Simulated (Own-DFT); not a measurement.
# Computed records: AlGa3N4 (wurtzite random alloy, strained, atoms displaced)

A calculation, not a measurement: plane-wave PBE density functional theory by an unreviewed code, no spin, of a simulated periodic cell, stress positive in tension, free energy of the whole cell less one offset for each atom, forces on such cells passed a denser k mesh, this cell's mesh not checked; offsets are fitted by least squares, one for each functional and potential file, so energies compare only between cells with the same atoms and settings and are not formation energies; the far tail of each file's local potential was reset to the Coulomb form; each entry is a single point on an unrelaxed cell, so the pressure reflects the starting lattice, mostly measured values, from which strain is counted, and rises with the displacements; printed positions are rounded, which can move forces by about a meV/angstrom; the program is a retired in-house code; no spin-orbit coupling. Program: Own-DFT development build.

Common to all runs: functional PBE; potential files PseudoDojo norm-conserving, scalar-relativistic, standard set with the stringent files for Ga; wave cutoff 96 hartree; occupations Gaussian; smearing width 0.01 eV; k mesh 4 x 4 x 3 centred on Gamma.

(1) AlGa3N4 (wurtzite random alloy, strained, atoms displaced)

```
CELL_PARAMETERS angstrom
9.48550 0.00000 0.00000
-4.74270 8.21470 0.00000
0.00000 0.00000 10.26850
ATOMIC_POSITIONS crystal
Al 0.10988 0.21712 0.99758
Ga 0.21402 0.10918 0.24673
N 0.11052 0.21326 0.19263
N 0.22147 0.11775 0.43824
Al 0.11560 0.22242 0.49786
Ga 0.22043 0.11204 0.75620
N 0.10773 0.22171 0.69252
N 0.22695 0.11148 0.94840
Ga 0.12508 0.55558 0.99981
Al 0.21262 0.42602 0.25413
N 0.09892 0.55475 0.18263
N 0.22707 0.44672 0.43616
Ga 0.11558 0.56018 0.49612
Al 0.22396 0.44840 0.74841
N 0.11700 0.55608 0.69026
N 0.21979 0.44534 0.93827
Ga 0.11791 0.88939 0.00828
Ga 0.22457 0.78450 0.25893
N 0.11524 0.89095 0.18734
N 0.22241 0.77330 0.44134
Ga 0.11137 0.88779 0.49441
Al 0.21007 0.77690 0.75058
N 0.10952 0.88801 0.68780
N 0.22018 0.76957 0.94066
Ga 0.44506 0.22362 0.99499
Ga 0.56031 0.11265 0.25253
N 0.44700 0.22406 0.18995
N 0.55824 0.11965 0.44569
Ga 0.45051 0.23609 0.49997
Ga 0.56759 0.13509 0.74857
N 0.44791 0.21873 0.68754
N 0.58015 0.11951 0.94487
Al 0.44930 0.54829 0.99284
Ga 0.55224 0.44293 0.25125
N 0.44138 0.55239 0.19103
N 0.55550 0.44930 0.43710
Ga 0.43128 0.55116 0.50303
Ga 0.55945 0.44761 0.75153
N 0.43732 0.54773 0.69658
N 0.55793 0.44467 0.93713
Al 0.43475 0.88877 0.00513
Ga 0.56084 0.78412 0.25198
N 0.44254 0.88057 0.19060
N 0.55354 0.77274 0.43553
Ga 0.45693 0.89571 0.49739
Al 0.55246 0.78232 0.74817
N 0.44001 0.88815 0.68491
N 0.55204 0.76794 0.93731
Ga 0.76950 0.22076 0.00408
Ga 0.88185 0.11685 0.24691
N 0.78385 0.23096 0.18474
N 0.88011 0.10968 0.43471
Ga 0.78246 0.23029 0.50288
Ga 0.89715 0.11321 0.74131
N 0.77707 0.21996 0.69212
N 0.88431 0.10125 0.94765
Ga 0.77249 0.56943 0.99933
Ga 0.88499 0.45634 0.26119
N 0.77621 0.54982 0.18460
N 0.87995 0.43789 0.44205
Ga 0.77406 0.55257 0.49521
Ga 0.89578 0.44568 0.75334
N 0.76452 0.54709 0.68860
N 0.88365 0.44090 0.93737
Al 0.77727 0.88787 0.00032
Ga 0.88857 0.78064 0.26165
N 0.77465 0.88511 0.19270
N 0.88694 0.77555 0.44212
Ga 0.77032 0.87681 0.49506
Ga 0.88606 0.76402 0.75501
N 0.78856 0.88971 0.68607
N 0.89712 0.78392 0.94403
```

```
free energy of cell above offsets : -7.929 eV
pressure                          : 8.35 GPa
stress xx                         : -10.05 GPa
stress yy                         : -7.46 GPa
stress zz                         : -7.54 GPa
stress yz                         : 0.82 GPa
stress xz                         : -0.82 GPa
stress xy                         : -0.18 GPa
```

Force:
```csv
element,x (eV/Å),y (eV/Å),z (eV/Å)
Al,-1.036,0.457,0.576
Ga,2.494,-0.007,0.813
N,-2.067,1.613,-1.742
N,0.427,-0.588,0.266
Al,-1.65,-0.248,0.416
Ga,0.503,-0.423,-0.624
N,1.992,2.044,-1.616
N,-1.123,0.044,-1.163
Ga,-3.178,-0.671,0.752
Al,-0.123,2.477,-1.577
N,1.955,-0.157,2.434
N,-1.864,-2.101,-0.218
Ga,-0.36,-1.414,1.005
Al,-0.336,-0.852,0.975
N,-0.36,0.625,-0.416
N,2.893,-2.108,-0.935
Ga,-0.23,-0.817,-1.293
Ga,0.387,-1.551,-1.717
N,-0.627,-0.495,1.934
N,-0.072,1.502,0.009
Ga,0.15,0.875,1.287
Al,2.163,0.288,-0.098
N,0.147,-0.226,0.281
N,0.079,2.245,-1.207
Ga,1.878,0.111,1.485
Ga,-0.358,0.21,-0.212
N,-0.264,-0.897,-0.327
N,0.063,-0.369,-1.08
Ga,-0.26,-1.656,-0.006
Ga,1.028,-3.471,1.39
N,-2.626,1.321,0.22
N,-7.108,-4.472,-2.423
Al,-1.963,0.868,1.391
Ga,-0.02,0.417,-0.796
N,-0.908,-0.437,-1.086
N,-0.468,0.439,0.465
Ga,2.16,1.068,0.556
Ga,-1.434,-1.163,-0.034
N,-0.139,1.452,-0.86
N,-0.758,-0.181,0.061
Al,2.098,-0.021,-0.939
Ga,-0.317,-2.097,-0.867
N,-0.789,1.516,-0.632
N,-0.398,-0.161,0.878
Ga,-0.95,-0.083,0.909
Al,0.604,-0.019,0.377
N,0.008,-0.135,1.277
N,-0.125,0.975,0.155
Ga,5.261,3.173,0.687
Ga,1.056,-0.814,0.081
N,-0.964,0.038,1.754
N,1.664,0.355,1.019
Ga,0.121,-2.115,0.587
Ga,-2.015,-1.499,2.043
N,1.383,1.039,-0.889
N,1.024,1.04,-0.807
Ga,2.559,-1.738,0.467
Ga,1.577,-1.267,-2.392
N,-1.58,1.614,1.028
N,1.003,2.232,0.23
Ga,-0.295,0.19,1.482
Ga,-0.653,-0.345,0.126
N,2.513,0.853,-0.937
N,0.278,1.259,0.407
Al,-0.467,-0.481,0.161
Ga,0.135,-0.606,-2.639
N,0.771,0.799,-1.226
N,0.879,-0.253,0.11
Ga,-0.155,1.839,1.249
Ga,-0.529,1.45,-0.501
N,-1.723,-1.191,0.285
N,-0.959,0.699,-0.371
```

(2) AlGa3N4 (wurtzite random alloy, strained, atoms displaced)

```
CELL_PARAMETERS angstrom
9.48550 0.00000 0.00000
-4.74270 8.21470 0.00000
0.00000 0.00000 10.26850
ATOMIC_POSITIONS crystal
Ga 0.10440 0.21621 0.00656
Ga 0.22505 0.11392 0.24927
N 0.11863 0.23733 0.18976
N 0.22715 0.11059 0.44447
Ga 0.11381 0.22131 0.50361
Al 0.21517 0.10386 0.75485
N 0.11526 0.22252 0.69714
N 0.21206 0.10482 0.94972
Ga 0.11292 0.55219 0.99245
Ga 0.22782 0.45094 0.25100
N 0.11252 0.55347 0.19283
N 0.22850 0.44235 0.44364
Ga 0.10239 0.55710 0.49860
Al 0.23890 0.44950 0.74842
N 0.11124 0.55057 0.68290
N 0.23013 0.45374 0.94670
Al 0.10968 0.89305 0.99653
Ga 0.21552 0.77308 0.25700
N 0.10481 0.88770 0.19514
N 0.21449 0.77785 0.43625
Ga 0.11531 0.88613 0.50556
Ga 0.22163 0.77277 0.75503
N 0.10897 0.88616 0.69306
N 0.21304 0.77528 0.94005
Ga 0.44032 0.21897 0.99422
Ga 0.55376 0.10293 0.24481
N 0.45215 0.22599 0.18761
N 0.56115 0.10872 0.43849
Ga 0.44570 0.23279 0.50463
Ga 0.55407 0.10053 0.74901
N 0.44727 0.22711 0.69022
N 0.56085 0.12369 0.94671
Al 0.43923 0.55068 0.99451
Ga 0.55730 0.44820 0.23846
N 0.45117 0.55429 0.18760
N 0.55732 0.44255 0.44833
Al 0.44729 0.54519 0.49897
Ga 0.55524 0.44299 0.75483
N 0.43686 0.55067 0.69807
N 0.55644 0.43930 0.93723
Ga 0.44710 0.88342 0.00381
Ga 0.54656 0.76941 0.24846
N 0.43570 0.88222 0.18699
N 0.55530 0.77094 0.42963
Ga 0.43660 0.88645 0.50009
Ga 0.55568 0.78043 0.75380
N 0.44761 0.88888 0.68843
N 0.55861 0.77652 0.93617
Ga 0.76830 0.22192 0.99793
Ga 0.89074 0.11640 0.25092
N 0.76891 0.21210 0.18068
N 0.89417 0.11853 0.43797
Ga 0.77162 0.21984 0.50591
Ga 0.88840 0.11098 0.75446
N 0.78119 0.22573 0.69225
N 0.88773 0.10828 0.93982
Al 0.78245 0.56068 0.99879
Ga 0.87386 0.43335 0.24896
N 0.76776 0.54656 0.18615
N 0.89368 0.45420 0.44369
Ga 0.78594 0.55686 0.49966
Ga 0.89848 0.44814 0.74556
N 0.76982 0.54936 0.69165
N 0.89094 0.44013 0.94223
Al 0.78524 0.89032 0.99766
Al 0.88135 0.76487 0.25011
N 0.77708 0.88608 0.18417
N 0.88323 0.78133 0.43137
Al 0.77096 0.88098 0.50707
Ga 0.89718 0.78301 0.74997
N 0.78425 0.89765 0.69302
N 0.90046 0.77798 0.94147
```

```
free energy of cell above offsets : -9.531 eV
pressure                          : 8.02 GPa
stress xx                         : -9.21 GPa
stress yy                         : -7.92 GPa
stress zz                         : -6.93 GPa
stress yz                         : -0.35 GPa
stress xz                         : 0.03 GPa
stress xy                         : -1.18 GPa
```

Force:
```csv
element,x (eV/Å),y (eV/Å),z (eV/Å)
Ga,-0.269,1.402,-0.462
Ga,-0.075,-0.078,0.457
N,0.101,-1.868,0.388
N,-0.384,-0.256,-0.526
Ga,-0.266,-0.109,0.118
Al,0.618,1.214,-0.105
N,0.434,0.363,0.162
N,0.821,0.316,-2.231
Ga,-0.953,0.375,1.973
Ga,0.144,0.111,0.728
N,-1.274,-0.099,-0.525
N,-0.301,0.963,-0.055
Ga,2.989,-0.147,-0.123
Al,-3.799,-2.189,1.249
N,1.515,0.653,1.255
N,0.426,-1.736,-2.301
Al,1.161,-1.134,2.226
Ga,-0.473,0.232,-2.147
N,-0.205,-0.473,-1.424
N,1.339,-0.282,1.476
Ga,-2.02,0.951,-0.86
Ga,0.022,-0.078,-0.509
N,1.34,1.055,-0.166
N,0.701,1.141,0.231
Ga,-0.576,0.416,1.278
Ga,-0.67,0.325,0.917
N,-0.763,-0.849,-0.11
N,-1.556,-0.098,-0.223
Ga,1.049,-2.007,-0.266
Ga,-0.645,2.469,0.81
N,-0.703,-2.159,1.191
N,-0.921,-3.451,-2.208
Al,1.801,0.809,0.952
Ga,-0.311,-1.665,2.179
N,-1.632,0.155,-1.819
N,0.235,1.447,-1.727
Al,-1.201,1.401,0.506
Ga,-0.094,0.019,-0.543
N,2.585,1.971,-2.378
N,-0.443,1.791,1.483
Ga,-0.989,0.559,-0.722
Ga,1.048,1.303,-0.7
N,0.208,-0.262,0.609
N,-0.151,-0.201,3.056
Ga,1.265,-0.15,-0.74
Ga,0.786,-0.671,-0.784
N,-0.787,-1.023,-0.152
N,0.722,-0.283,1.34
Ga,2.571,0.555,0.059
Ga,0.442,-0.932,-0.174
N,0.623,0.845,1.371
N,-0.45,-1.446,1.028
Ga,1.311,0.443,-0.559
Ga,0.421,1.357,-0.199
N,-0.231,-0.721,0.076
N,-0.504,-0.444,0.51
Al,0.272,-1.182,-0.334
Ga,1.498,0.427,0.003
N,1.761,1.953,-0.886
N,-0.514,-2.511,-1.609
Ga,-2.206,0.867,0.688
Ga,-1.437,-0.452,1.288
N,1.347,1.545,-0.251
N,-1.183,1.257,-0.678
Al,-0.475,-0.46,0.625
Al,-0.411,1.697,-0.549
N,0.499,-0.245,-0.183
N,0.473,-0.177,1.405
Al,0.062,1.133,-1.634
Ga,-1.5,-1.695,0.446
N,-0.266,-1.738,-1.199
N,-1.954,-0.249,-0.021
```

(3) AlGa3N4 (wurtzite random alloy, strained, atoms displaced)

```
CELL_PARAMETERS angstrom
9.48550 0.00000 0.00000
-4.74270 8.21470 0.00000
0.00000 0.00000 10.26850
ATOMIC_POSITIONS crystal
Ga 0.10553 0.22112 0.99470
Ga 0.22719 0.11646 0.24110
N 0.09672 0.20889 0.18831
N 0.20896 0.10999 0.43430
Ga 0.11173 0.22787 0.50322
Ga 0.22641 0.11650 0.75045
N 0.10771 0.22053 0.68839
N 0.22482 0.11689 0.93750
Al 0.11338 0.54640 0.99822
Ga 0.21691 0.43644 0.25221
N 0.11124 0.55228 0.19405
N 0.22602 0.44267 0.43619
Ga 0.11211 0.54633 0.49921
Al 0.21612 0.43879 0.76054
N 0.11795 0.55634 0.69432
N 0.22046 0.44586 0.94320
Ga 0.11132 0.89608 0.99870
Ga 0.22434 0.77552 0.24746
N 0.10808 0.87808 0.19435
N 0.22652 0.78005 0.43933
Al 0.11695 0.89066 0.50376
Al 0.22245 0.78279 0.75116
N 0.11122 0.89430 0.68871
N 0.22144 0.78384 0.93387
Ga 0.45490 0.22235 0.00396
Ga 0.56076 0.11322 0.24499
N 0.44495 0.22029 0.18232
N 0.55647 0.11680 0.44801
Ga 0.44934 0.22158 0.50912
Ga 0.55623 0.10963 0.74162
N 0.43579 0.21922 0.68724
N 0.55245 0.11573 0.94472
Ga 0.44931 0.56314 0.00983
Ga 0.55030 0.43913 0.24565
N 0.44650 0.55294 0.18809
N 0.55764 0.45136 0.44297
Ga 0.44330 0.55951 0.50160
Ga 0.54963 0.44609 0.74676
N 0.45285 0.56266 0.69466
N 0.55857 0.44644 0.93508
Ga 0.44535 0.89317 0.99650
Ga 0.55813 0.77854 0.25095
N 0.44540 0.88657 0.18774
N 0.54873 0.77417 0.43290
Al 0.44515 0.87956 0.49918
Ga 0.56460 0.78424 0.75809
N 0.44104 0.88692 0.68842
N 0.55373 0.77310 0.94114
Ga 0.76801 0.22194 0.99866
Al 0.88549 0.10573 0.24458
N 0.77826 0.22652 0.19324
N 0.87769 0.10538 0.44078
Al 0.77873 0.22936 0.50701
Ga 0.88853 0.10946 0.74769
N 0.77958 0.23357 0.69295
N 0.88707 0.10094 0.94741
Al 0.77735 0.55940 0.00200
Ga 0.89004 0.44407 0.25513
N 0.78477 0.56134 0.18392
N 0.88826 0.44128 0.43895
Ga 0.77781 0.55308 0.50042
Ga 0.88368 0.44559 0.74963
N 0.77404 0.55229 0.69759
N 0.88220 0.44401 0.93735
Ga 0.76787 0.88992 0.99603
Ga 0.88612 0.77139 0.24714
N 0.78575 0.88455 0.19869
N 0.88557 0.77095 0.43523
Ga 0.78215 0.89582 0.49818
Al 0.87995 0.76694 0.75174
N 0.77973 0.88028 0.68226
N 0.88199 0.77903 0.94566
```

```
pressure  : withheld
stress yy : withheld
```

Question: Give the missing pressure for AlGa3N4 (wurtzite random alloy, strained, atoms displaced) (entry 3).
Answer: 7.75 GPa

Question: AlGa3N4 (wurtzite random alloy, strained, atoms displaced) (entry 3): stress yy?
Answer: -8.2 GPa

Question: Give the table of force values for AlGa3N4 (wurtzite random alloy, strained, atoms displaced) (entry 3).
Answer: 
Force:
```csv
element,x (eV/Å),y (eV/Å),z (eV/Å)
Ga,1.055,0.007,1.256
Ga,-0.822,-1.758,1.443
N,0.526,1.315,-0.468
N,1.79,-0.384,0.596
Ga,-0.185,-1.362,-0.898
Ga,-1.031,-1.124,0.293
N,0.089,1.459,1.132
N,0.29,0.216,0.45
Al,-2.566,1.655,0.7
Ga,0.305,-0.077,-0.86
N,0.287,-0.24,-1.796
N,-0.36,0.054,0.488
Ga,-0.57,1.556,0.59
Al,0.716,1.005,-1.327
N,-0.283,0.134,-0.023
N,0.622,-0.168,-0.682
Ga,-0.133,-0.818,0.645
Ga,-0.154,0.005,0.77
N,0.131,1.716,-1.389
N,-0.007,-0.082,0.765
Al,-1.004,-0.151,-1.225
Al,-0.145,-0.47,-0.58
N,0.007,-1.624,0.181
N,0.51,-1.468,0.428
Ga,-2.989,1.625,-1.566
Ga,-0.721,-0.651,1.764
N,0.266,0.112,1.583
N,1.575,-1.424,-0.753
Ga,-2.054,0.432,-2.42
Ga,-0.844,0.203,0.973
N,1.467,0.836,1.247
N,1.679,-1.692,-2.276
Ga,0.411,-1.915,-1.806
Ga,1.308,0.815,1.202
N,-0.986,0.026,1.189
N,-0.05,-1.274,-0.736
Ga,0.75,-0.143,0.552
Ga,0.921,-0.728,0.914
N,-2.601,-0.618,-0.469
N,-0.012,0.28,1.228
Ga,-0.571,-0.778,0.418
Ga,0.401,-0.156,-0.434
N,0.274,0.521,-0.405
N,0.255,0.809,1.401
Al,-1.021,1.301,0.06
Ga,-0.721,-0.61,-1.586
N,0.404,-0.256,-0.254
N,-1.195,1.023,0.041
Ga,1.75,0.732,0.554
Al,-0.604,-0.171,1.371
N,1.315,-1.011,-0.847
N,-0.36,2.72,-0.849
Al,0.223,-1.214,-1.054
Ga,-0.293,-0.483,0.416
N,0.743,-2.067,-1.15
N,-1.891,2.009,-1.999
Al,0.206,-0.242,-0.652
Ga,-0.412,0.633,-0.907
N,-0.533,-2.286,-0.105
N,0.216,-0.389,1.126
Ga,-0.205,0.768,0.351
Ga,1.313,1.189,0.932
N,-0.19,0.792,-1.414
N,1.074,0.777,1.143
Ga,1.843,-1.175,2.224
Ga,1.039,0.478,1.181
N,-2.573,1.407,-1.642
N,0.881,1.046,1.29
Ga,0.298,-2.226,-0.702
Al,0.84,1.459,0.359
N,-0.255,0.758,1.687
N,0.563,-0.64,-1.669
```

Further results for AlGa3N4 (wurtzite random alloy, strained, atoms displaced) (entry 3):

```
free energy of cell above offsets : -9.900 eV
stress xx                         : -8 GPa
stress zz                         : -7.05 GPa
stress yz                         : 0.36 GPa
stress xz                         : 0.52 GPa
stress xy                         : 0.79 GPa
```
